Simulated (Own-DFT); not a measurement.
## Calculated data, AlGa3N4 (wurtzite random alloy, strained, atoms displaced)

A calculation, not a measurement: plane-wave PBE density functional theory by an unreviewed code, no spin, of a simulated periodic cell, stress positive in tension, free energy of the whole cell less one offset for each atom, forces on such cells passed a denser k mesh, this cell's mesh not checked; offsets are fitted by least squares, one for each functional and potential file, so energies compare only between cells with the same atoms and settings and are not formation energies; the far tail of each file's local potential was reset to the Coulomb form; each entry is a single point on an unrelaxed cell, so the pressure reflects the starting lattice, mostly measured values, from which strain is counted, and rises with the displacements; printed positions are rounded, which can move forces by about a meV/angstrom; the program is a retired in-house code; no spin-orbit coupling. Program: Own-DFT development build.

Settings shared by all entries: functional PBE; potential files PseudoDojo norm-conserving, scalar-relativistic, standard set with the stringent files for Ga; wave cutoff 96 hartree; occupations Gaussian; smearing width 0.01 eV; k mesh 4 x 4 x 3 centred on Gamma.

(1) AlGa3N4 (wurtzite random alloy, strained, atoms displaced)

```
CELL_PARAMETERS angstrom
9.24770 0.00000 0.00000
-4.62390 8.00880 0.00000
0.00000 0.00000 10.26850
ATOMIC_POSITIONS crystal
Al 0.12226 0.21842 0.99156
Al 0.21933 0.10562 0.25349
N 0.10043 0.21056 0.19914
N 0.21672 0.11008 0.43365
Ga 0.11805 0.23207 0.49664
Al 0.22503 0.10662 0.76122
N 0.10765 0.21671 0.69497
N 0.22670 0.12217 0.94762
Ga 0.10158 0.55103 0.00342
Ga 0.23156 0.44993 0.24926
N 0.10851 0.56284 0.19058
N 0.21539 0.42928 0.43680
Ga 0.10446 0.54575 0.49772
Ga 0.22560 0.43844 0.74922
N 0.11738 0.55363 0.68410
N 0.22076 0.43570 0.94198
Ga 0.10671 0.88161 0.99694
Ga 0.22192 0.78029 0.25006
N 0.10685 0.88891 0.18801
N 0.22882 0.77781 0.43400
Ga 0.10981 0.89277 0.50355
Ga 0.22985 0.77168 0.74385
N 0.10446 0.88995 0.69171
N 0.22963 0.78702 0.93843
Ga 0.45020 0.23735 0.99407
Ga 0.55789 0.11145 0.24686
N 0.43660 0.22168 0.18381
N 0.55286 0.11584 0.44126
Ga 0.44500 0.21368 0.49735
Ga 0.56061 0.11303 0.75868
N 0.43957 0.21139 0.68254
N 0.55331 0.11571 0.94271
Ga 0.43768 0.54941 0.99068
Ga 0.55452 0.44206 0.26232
N 0.44445 0.54790 0.18871
N 0.54941 0.43852 0.43278
Ga 0.44339 0.54973 0.49979
Ga 0.54300 0.44151 0.76025
N 0.44199 0.55433 0.69443
N 0.55652 0.45399 0.93814
Ga 0.44288 0.88488 0.00179
Ga 0.54798 0.76674 0.24421
N 0.45269 0.90333 0.19368
N 0.55701 0.78414 0.43061
Ga 0.43501 0.87786 0.50037
Ga 0.54886 0.77297 0.75051
N 0.44428 0.88861 0.69363
N 0.55579 0.77585 0.94553
Ga 0.78595 0.21471 0.00359
Al 0.90265 0.11098 0.24150
N 0.77666 0.22092 0.18489
N 0.89086 0.12058 0.43299
Ga 0.77983 0.22480 0.50302
Ga 0.88491 0.11072 0.74332
N 0.77262 0.22239 0.68462
N 0.88357 0.11601 0.93559
Al 0.76739 0.55780 0.00311
Ga 0.88414 0.43668 0.24847
N 0.78395 0.56048 0.18567
N 0.89066 0.44218 0.43925
Al 0.78791 0.55616 0.50017
Al 0.88870 0.45035 0.74536
N 0.77496 0.55976 0.68749
N 0.87792 0.43518 0.94256
Al 0.77882 0.89031 0.99577
Ga 0.88852 0.78722 0.25173
N 0.78174 0.89910 0.19502
N 0.89204 0.77553 0.43929
Al 0.78316 0.89349 0.50156
Ga 0.89061 0.77973 0.75816
N 0.78589 0.90146 0.69304
N 0.88131 0.77126 0.93912
```

- free energy of cell above offsets: -3.878 eV
- pressure: 20.68 GPa
- stress xx: -24.87 GPa
- stress yy: -25.02 GPa
- stress zz: -12.15 GPa
- stress yz: -0.94 GPa
- stress xz: 1.5 GPa
- stress xy: -0.4 GPa

Force:
```tsv
element	x (eV/Å)	y (eV/Å)	z (eV/Å)
Al	-5.181	0.91	2.798
Al	0.02	0.626	-0.971
N	4.594	3.12	-3.426
N	0.918	-0.106	0.026
Ga	-0.544	-5.142	2.172
Al	-0.559	0.261	-1.402
N	1.9	-0.108	-0.817
N	2.002	-3.053	-2.978
Ga	0.43	0.392	-0.379
Ga	-2.029	-1.718	-0.036
N	1.491	-1.315	-0.344
N	0.268	5.615	-1.115
Ga	1.407	1.459	-0.117
Ga	-1.817	-0.528	0.896
N	-1.477	-1.089	0.523
N	-1.698	0.149	-0.682
Ga	-0.129	1.102	1.35
Ga	0.101	0.958	-0.103
N	0.611	0.782	-0.454
N	-2.49	-1.228	0.754
Ga	0.912	-0.238	0.053
Ga	-2.61	0.542	1.443
N	2.021	0.498	0.336
N	-0.578	-2.241	-1.029
Ga	1.049	-1.74	2.414
Ga	-0.81	2.382	1.444
N	0.211	0.019	0.653
N	2.655	-1.992	-1.426
Ga	-2.574	1.159	0.849
Ga	-0.736	-0.112	-0.429
N	-1.133	0.844	2.032
N	0.812	-0.457	-0.223
Ga	-0.417	1.437	2.671
Ga	0.987	-0.381	-3.839
N	0.227	0.531	-1.551
N	1.791	0.968	3.841
Ga	-0.285	1.168	0.09
Ga	2.398	-0.868	-2.66
N	0.438	0.23	-1.758
N	1.303	0.016	-0.005
Ga	0.119	1.702	1.101
Ga	0.2	2.164	0.45
N	-0.152	-4.042	-1.744
N	1.601	-1.11	1.683
Ga	1.643	2.388	0.541
Ga	1.389	1.501	0.71
N	1.025	0.723	-1.385
N	0.668	0.434	-1.003
Ga	-3.865	1.589	0.726
Al	-5.597	-0.407	2.908
N	1.708	-0.671	0.921
N	0.778	-1.971	0.019
Ga	-0.649	-1.297	-0.756
Ga	-0.336	2.354	1.645
N	0.597	1.748	1.02
N	4.863	-2.692	-0.757
Al	2.204	-0.797	0.576
Ga	-0.171	0.88	0.281
N	-1.248	-0.293	-0.045
N	-1.696	0.595	-0.656
Al	-1.823	-0.115	0.136
Al	0.218	-0.809	1.09
N	0.442	-0.984	-0.508
N	-0.853	2.029	-1.855
Al	-0.204	0.617	1.182
Ga	0.633	-1.39	0.236
N	-0.825	-1.404	-2.712
N	-1.576	-0.318	0.566
Al	-0.479	0.295	-0.583
Ga	-0.902	-0.35	-1.262
N	-0.751	-3.898	-2.06
N	-0.439	0.672	0.933
```

(2) AlGa3N4 (wurtzite random alloy, strained, atoms displaced)

```
CELL_PARAMETERS angstrom
9.24770 0.00000 0.00000
-4.62390 8.00880 0.00000
0.00000 0.00000 10.26850
ATOMIC_POSITIONS crystal
Ga 0.11426 0.23414 0.00297
Ga 0.22948 0.11249 0.24473
N 0.11100 0.22261 0.18465
N 0.21481 0.10316 0.43103
Ga 0.11211 0.22606 0.50391
Ga 0.22864 0.10702 0.75153
N 0.11423 0.22770 0.69022
N 0.22566 0.10796 0.94724
Ga 0.12273 0.56132 0.99683
Al 0.21665 0.43989 0.25733
N 0.11301 0.54852 0.19294
N 0.21998 0.44288 0.43814
Ga 0.11902 0.56105 0.50915
Ga 0.21991 0.44623 0.75224
N 0.11318 0.55887 0.69539
N 0.22335 0.45253 0.94143
Al 0.10246 0.87022 0.99976
Ga 0.22341 0.77999 0.24816
N 0.12087 0.89389 0.19468
N 0.21468 0.77191 0.44027
Al 0.11210 0.89268 0.50546
Ga 0.22074 0.77213 0.74377
N 0.10482 0.87898 0.68725
N 0.22758 0.77918 0.93692
Al 0.43687 0.22545 0.99094
Ga 0.55052 0.10851 0.25978
N 0.44444 0.22786 0.19120
N 0.55804 0.10414 0.43588
Al 0.44493 0.22947 0.50355
Ga 0.54868 0.11104 0.74603
N 0.44137 0.22223 0.69152
N 0.55674 0.11309 0.94208
Al 0.43785 0.55104 0.99742
Ga 0.55738 0.44949 0.24413
N 0.43960 0.55199 0.19617
N 0.55624 0.44047 0.44008
Ga 0.44181 0.55328 0.50473
Ga 0.54921 0.43883 0.75107
N 0.44693 0.55001 0.68342
N 0.54928 0.42817 0.94580
Ga 0.44726 0.87973 0.00253
Ga 0.56095 0.77817 0.25764
N 0.43791 0.87897 0.18444
N 0.55154 0.78038 0.44343
Ga 0.43217 0.88209 0.50099
Ga 0.55599 0.78611 0.75786
N 0.44620 0.88732 0.68510
N 0.55599 0.78344 0.94093
Ga 0.78964 0.22721 0.99876
Ga 0.88340 0.10948 0.25311
N 0.77843 0.22394 0.18294
N 0.87802 0.09898 0.44249
Ga 0.78127 0.21647 0.50009
Ga 0.89817 0.12502 0.75503
N 0.76346 0.22201 0.69060
N 0.89097 0.11333 0.93237
Ga 0.79529 0.56402 0.00230
Ga 0.89333 0.44843 0.25364
N 0.78461 0.56003 0.18305
N 0.88629 0.43950 0.43743
Al 0.77308 0.55183 0.50021
Ga 0.89466 0.44924 0.75125
N 0.78279 0.56111 0.69091
N 0.88477 0.43391 0.93652
Ga 0.79273 0.89377 0.99455
Al 0.89669 0.77857 0.25955
N 0.76659 0.88451 0.18513
N 0.89159 0.77671 0.44152
Ga 0.78859 0.89849 0.50851
Al 0.88174 0.76937 0.75839
N 0.78190 0.88629 0.69030
N 0.88177 0.77676 0.93725
```

* free energy of cell above offsets: -4.945 eV
* pressure: 19.99 GPa
* stress xx: -22.01 GPa
* stress yy: -24.59 GPa
* stress zz: -13.36 GPa
* stress yz: 1.63 GPa
* stress xz: 1.01 GPa
* stress xy: 1.15 GPa

Force:
```tsv
element	x (eV/Å)	y (eV/Å)	z (eV/Å)
Ga	0.749	-1.85	-0.153
Ga	-1.422	0.771	0.589
N	-0.419	0.378	1.458
N	0.961	1.054	2.232
Ga	0.19	-1.258	-0.646
Ga	-2.239	-0.918	1.234
N	0.806	-0.584	-0.198
N	-2.095	-1.683	-1.214
Ga	-2.726	-0.226	2.089
Al	0.936	0.049	-0.797
N	0.025	0.848	-1.051
N	-0.158	0.128	-0.125
Ga	-1.26	-1.504	-1.069
Ga	1.629	0.292	0.265
N	0.418	-1.623	-1.408
N	2.105	-0.844	-1.587
Al	0.543	2.713	0.783
Ga	0.762	-1.544	1.068
N	-2.541	-1.97	-2.445
N	-1.183	1.257	-0.199
Al	-0.083	-0.897	-0.891
Ga	0.239	2.453	1.747
N	-0.881	0.742	0.221
N	-1.533	0.127	-0.63
Al	3.12	-3.127	3.116
Ga	0.33	0.147	-3.077
N	1.506	-0.272	-1.849
N	-1.981	1.048	2.278
Al	0.383	-1.945	-1.023
Ga	0.574	-0.997	2.46
N	0.066	-0.006	-2.62
N	-0.709	-0.218	-0.661
Al	2.003	0.952	1.511
Ga	0.738	-0.354	0.889
N	-1.289	0.12	-1.902
N	0.114	0.5	-0.041
Ga	0.68	0.716	-1.517
Ga	1.386	1.26	1.299
N	-1.512	1.127	2.016
N	-0.866	4.951	-1.424
Ga	-1.949	3.247	0.676
Ga	-1.817	-0.788	0.048
N	0.845	1.183	1.219
N	1.354	-0.547	0.042
Ga	1.117	0.867	-0.213
Ga	1.361	-0.965	-1.121
N	-1.044	0.063	0.235
N	2.826	-2.864	-0.57
Ga	-2.286	-2.369	1.048
Ga	0.409	-0.144	-0.564
N	-0.343	-0.137	1.271
N	1.774	3.06	-1.56
Ga	-1.757	0.805	0.889
Ga	-1.342	-1.699	-1.617
N	2.838	0.87	-0.967
N	1.134	0.166	1.174
Ga	-1.621	-2.653	-0.184
Ga	-0.232	-0.952	-0.447
N	-0.053	1.23	1.572
N	-0.221	1.016	1.328
Al	0.852	0.471	0.488
Ga	-1.595	-1.222	0.093
N	-0.651	-0.759	-0.906
N	0.931	3.507	-0.533
Ga	-3.49	0.73	2.137
Al	-0.965	0.445	-1.058
N	3.538	0.561	-0.009
N	0.219	-0.605	-0.265
Ga	-0.817	-3.9	0.298
Al	0.168	1.331	-1.738
N	0.052	0.597	1.565
N	3.396	-0.36	-1.056
```
